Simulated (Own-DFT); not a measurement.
Simulation results for GaN (wurtzite, strained, atoms displaced)

Computed with Own-DFT development build. A calculation, not a measurement: plane-wave PBE density functional theory by an unreviewed code, no spin, of a simulated periodic cell, stress positive in tension, free energy of the whole cell less one offset for each atom, forces on such cells passed a denser k mesh, this cell's mesh not checked; offsets are fitted by least squares, one for each functional and potential file, so energies compare only between cells with the same atoms and settings and are not formation energies; the far tail of each file's local potential was reset to the Coulomb form; each entry is a single point on an unrelaxed cell, so the pressure reflects the starting lattice, mostly measured values (interpolated for alloys), from which strain is counted, and rises with the displacements; printed positions are rounded, which can move forces by about a meV/angstrom; the program, named Own-DFT, is a retired in-house code; no spin-orbit coupling.

## GaN (wurtzite, strained, atoms displaced)

```
GaN
1.0
     12.7560     0.0000     0.0000
     -4.7835     8.2853     0.0000
      0.0000     0.0000    10.6033
Ga N Ga N Ga N Ga N Ga N Ga N Ga N Ga N Ga N Ga N Ga N Ga N Ga N Ga N Ga N Ga N Ga N Ga N Ga N Ga N Ga N Ga N Ga N Ga N
2 2 2 2 2 2 2 2 2 2 2 2 2 2 2 2 2 2 2 2 2 2 2 2 2 2 2 2 2 2 2 2 2 2 2 2 2 2 2 2 2 2 2 2 2 2 2 2
Direct
  0.08568 0.22708 0.99764
  0.16613 0.12509 0.25181
  0.08892 0.21845 0.19272
  0.16529 0.11332 0.42943
  0.08212 0.22137 0.49888
  0.16977 0.11751 0.75460
  0.07982 0.21574 0.68748
  0.16663 0.11302 0.93370
  0.07745 0.55009 0.99952
  0.16512 0.44399 0.25137
  0.07563 0.54371 0.19321
  0.16590 0.44872 0.44248
  0.07528 0.54499 0.50043
  0.17101 0.44567 0.74431
  0.07568 0.55343 0.69025
  0.16304 0.44474 0.93353
  0.08478 0.89329 0.99204
  0.16526 0.77244 0.24026
  0.08846 0.89194 0.18931
  0.16981 0.77919 0.43752
  0.08197 0.88924 0.49924
  0.16833 0.78887 0.74370
  0.08468 0.88428 0.68750
  0.16187 0.77035 0.93976
  0.34061 0.22680 0.00035
  0.40610 0.10491 0.24531
  0.33820 0.22423 0.18462
  0.42161 0.11174 0.42873
  0.33405 0.22364 0.50443
  0.41809 0.10498 0.74727
  0.33936 0.22925 0.68432
  0.41503 0.12112 0.94207
  0.33346 0.55617 0.99067
  0.41585 0.44819 0.24847
  0.33236 0.55859 0.18381
  0.41375 0.44196 0.44073
  0.33662 0.55738 0.50558
  0.41992 0.44264 0.75289
  0.32803 0.55532 0.68947
  0.41690 0.44464 0.94736
  0.33542 0.89209 0.99900
  0.41752 0.78430 0.24792
  0.33833 0.89328 0.19263
  0.41618 0.78198 0.44199
  0.33078 0.88181 0.50544
  0.41604 0.78257 0.75016
  0.33308 0.90127 0.68624
  0.41710 0.77781 0.93547
  0.57593 0.22434 0.99989
  0.66322 0.11103 0.24841
  0.58104 0.21969 0.18655
  0.66079 0.10503 0.43937
  0.59666 0.23665 0.50562
  0.66127 0.10503 0.74551
  0.58045 0.21344 0.69058
  0.67188 0.12294 0.94151
  0.58687 0.55235 0.99885
  0.66975 0.44142 0.25097
  0.58910 0.55303 0.17711
  0.65919 0.43376 0.43455
  0.58459 0.54967 0.50005
  0.66786 0.44161 0.75568
  0.58712 0.55862 0.68847
  0.66705 0.44488 0.93631
  0.57783 0.88142 0.00154
  0.66648 0.77257 0.24836
  0.57275 0.88419 0.18923
  0.66713 0.77904 0.43862
  0.58451 0.89221 0.50012
  0.66808 0.77771 0.75242
  0.57901 0.89148 0.68432
  0.67215 0.77931 0.94736
  0.82829 0.22428 0.99658
  0.91869 0.12163 0.25576
  0.83217 0.22949 0.19730
  0.91219 0.10876 0.43952
  0.83426 0.21585 0.49826
  0.91384 0.10686 0.74845
  0.84032 0.21533 0.68442
  0.91239 0.11257 0.93937
  0.84009 0.55967 0.00240
  0.91101 0.44987 0.24214
  0.83982 0.56183 0.18664
  0.91755 0.44417 0.43768
  0.83421 0.56183 0.50255
  0.90456 0.43283 0.74889
  0.83576 0.55130 0.68180
  0.92822 0.45195 0.94560
  0.83495 0.88859 0.99535
  0.91657 0.77419 0.25656
  0.83531 0.88214 0.17749
  0.91895 0.78125 0.43433
  0.83119 0.88785 0.50528
  0.91767 0.77739 0.74953
  0.83919 0.89444 0.69108
  0.91781 0.78002 0.93550
```

| Quantity | Value |
| --- | --- |
| functional | PBE |
| potential files | PseudoDojo norm-conserving, scalar-relativistic, standard set with the stringent files for Ga |
| wave cutoff | 96 hartree |
| occupations | Gaussian |
| smearing width | 0.01 eV |
| k mesh | 3 x 4 x 3 centred on Gamma |
| free energy of cell above offsets | -5.050 eV |
| pressure | 2.93 GPa |
| stress xx | -6.01 GPa |
| stress yy | -4.9 GPa |
| stress zz | 2.11 GPa |
| stress yz | 0.09 GPa |
| stress xz | -0.66 GPa |
| stress xy | 0.95 GPa |

Force:
| element | x (eV/Å) | y (eV/Å) | z (eV/Å) |
| --- | --- | --- | --- |
| Ga | -0.522 | -0.564 | 0.365 |
| Ga | 3.715 | -2.746 | -0.028 |
| N | -3.754 | 1.967 | -1.867 |
| N | 0.215 | -0.032 | 1.976 |
| Ga | 0.216 | 0.212 | 0.263 |
| Ga | 0.022 | -0.466 | -1.232 |
| N | 0.525 | 0.568 | -0.229 |
| N | 0.478 | 0.536 | 0.695 |
| Ga | 3.12 | 1.61 | 1.19 |
| Ga | 0.42 | 0.245 | 0.392 |
| N | 0.662 | 0.957 | -1.183 |
| N | 0.851 | -0.74 | -0.5 |
| Ga | 0.454 | 1.81 | 0.603 |
| Ga | -2.74 | -0.801 | 0.646 |
| N | 0.844 | 0.148 | -0.145 |
| N | 0.915 | 0.148 | 0.098 |
| Ga | 0.303 | -0.364 | 1.554 |
| Ga | 0.037 | 0.4 | 1.345 |
| N | -0.816 | 0.118 | -0.666 |
| N | -0.873 | -0.669 | -0.115 |
| Ga | 1.261 | 0.283 | -0.466 |
| Ga | 0.901 | -2.604 | 1.276 |
| N | -1.849 | 1.709 | -0.551 |
| N | 0.765 | 1.368 | -0.551 |
| Ga | -2.588 | 0.017 | 1.008 |
| Ga | 1.433 | 1.23 | 1.54 |
| N | -1.622 | 0.642 | -0.035 |
| N | -0.582 | 0.18 | 1.879 |
| Ga | 0.594 | -1.013 | -1.701 |
| Ga | -1.179 | 2.077 | 0.926 |
| N | -0.212 | -0.824 | 1.121 |
| N | 1.532 | -2.12 | -1.855 |
| Ga | -0.864 | -0.379 | 1.31 |
| Ga | 0.582 | -0.163 | -0.1 |
| N | -0.043 | -0.024 | 0.049 |
| N | 0.497 | 0.715 | -0.517 |
| Ga | -0.695 | 0.229 | -0.859 |
| Ga | -0.537 | 0.663 | 0.201 |
| N | 2.165 | 0.936 | 0.109 |
| N | 0.465 | 0.523 | -1.893 |
| Ga | -0.818 | -0.451 | 0.555 |
| Ga | -0.698 | -1.562 | 1.5 |
| N | -1.064 | -1.28 | -1.944 |
| N | 0.88 | -0.942 | -0.376 |
| Ga | -0.386 | 1.531 | -1.651 |
| Ga | -0.337 | -0.502 | -0.317 |
| N | 0.826 | -2.185 | 0.394 |
| N | -0.397 | 0.449 | -0.415 |
| Ga | 1.841 | 0.079 | 0.748 |
| Ga | 0.005 | -0.327 | 0.407 |
| N | -0.23 | 0.37 | -0.292 |
| N | 0.96 | 1.32 | -0.242 |
| Ga | -1.33 | -3.493 | -0.474 |
| Ga | 1.561 | 0.703 | 1.173 |
| N | 0.172 | 1.706 | -0.302 |
| N | -1.945 | -1.875 | -1.21 |
| Ga | -0.575 | 0.749 | -0.017 |
| Ga | -0.639 | -0.244 | -0.812 |
| N | -0.678 | -0.074 | 2.118 |
| N | 1.067 | 2.842 | -0.094 |
| Ga | -1.103 | 0.629 | -0.097 |
| Ga | -0.08 | 0.106 | -0.788 |
| N | 0.09 | -0.417 | 0.067 |
| N | 0.983 | 0.058 | 0.122 |
| Ga | 0.961 | 1.23 | 0.348 |
| Ga | 0.079 | 0.631 | -0.482 |
| N | 2.608 | 0.785 | -0.62 |
| N | 0.175 | -0.689 | -0.107 |
| Ga | -0.517 | -0.85 | -0.34 |
| Ga | -0.285 | 0.472 | 0.351 |
| N | 1.066 | -1.037 | 0.643 |
| N | -1.623 | -0.542 | -1.831 |
| Ga | 1.68 | 0.463 | 1.392 |
| Ga | 0.225 | -1.302 | -1.121 |
| N | 0.233 | -1.133 | -1.323 |
| N | 1.271 | -0.458 | -0.284 |
| Ga | -1.489 | 1.037 | -0.071 |
| Ga | 1.196 | 0.85 | 1.472 |
| N | -2.732 | 0.393 | -0.017 |
| N | 0.71 | 0.181 | -0.307 |
| Ga | -0.499 | 0.025 | -0.364 |
| Ga | 1.743 | -0.924 | 2.103 |
| N | -1.891 | -0.111 | -0.322 |
| N | -1.696 | -0.534 | -0.487 |
| Ga | 0.676 | -0.871 | -1.171 |
| Ga | 2.296 | 0.652 | 0.449 |
| N | -1.622 | 0.362 | 1.112 |
| N | -4.269 | -2.257 | -2.003 |
| Ga | 0.394 | 0.843 | 0.856 |
| Ga | 0.292 | 1.604 | -1.7 |
| N | -0.629 | 0.935 | 1.866 |
| N | -0.86 | -0.38 | 1.402 |
| Ga | 0.292 | 0.085 | -0.651 |
| Ga | 0.473 | -0.214 | 0.183 |
| N | -0.631 | -1.722 | -0.574 |
| N | 0.169 | -0.5 | -0.515 |
